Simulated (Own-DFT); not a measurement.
# Which defects push the lattice out? diamond germanium

Calculated, not measured: single-point runs of Own-DFT, a retired in-house plane-wave DFT program that no person has reviewed, on unrelaxed cells, without spin or spin-orbit coupling.

Common settings: PBE; PseudoDojo norm-conserving scalar-relativistic files; cutoff 42 hartree; 5 x 5 x 5 k mesh centred on Gamma; Fermi-Dirac smearing of 0.1 eV.

Caveats (not all hold for every row): not probed for a lower state with spin; k mesh not checked against a denser one; stress not checked against mesh or cutoff.

All runs share one cell, with vectors in Å (0.000, 5.658, 5.658); (5.658, 0.000, 5.658); (5.658, 5.658, 0.000) and a volume of 362.3 Å³. u is the rms random offset of the atoms per axis. The defect's site can differ from row to row.

```
          cell  formula   u (Å)  P (GPa)
     no defect     Ge16  0.0192     3.88
     no defect     Ge16  0.0494     4.22
     no defect     Ge16  0.0496     4.27
  one added Ge     Ge17  0.0283    10.79
  one added Ge     Ge17  0.0476    10.93
  one added Ge     Ge17  0.0563    11.79
one Ge vacancy     Ge15  0.0274     2.71
one Ge vacancy     Ge15  0.0287     2.49
one Ge vacancy     Ge15  0.0303        ?
one Ge vacancy     Ge15  0.0351     2.66
```

## Working it out

P = P0 + c u² + a shift for each defect gives P0 = 3.64 GPa, c = 278 ± 92 GPa/Å² and a scatter of 0.22 GPa. The shifts, and each times the cell's volume:

- one added Ge: 6.95 ± 0.18 GPa, 15.7 eV
- one Ge vacancy: -1.28 ± 0.20 GPa, -2.9 eV

A positive shift means that the defect pushes the cell outwards. Shift times volume (160.2 GPa Å³ is 1 eV) depends little on the cell's size, so, taken for each site, it can be compared between cells at like pressure. The atoms around the defects weren't relaxed, which would change these numbers.

## Prediction

Q: what pressure belongs in the blank (one Ge vacancy, u = 0.0303 Å)?

Estimate: 2.61 ± 0.26 GPa. The calculation gave 2.70 GPa.
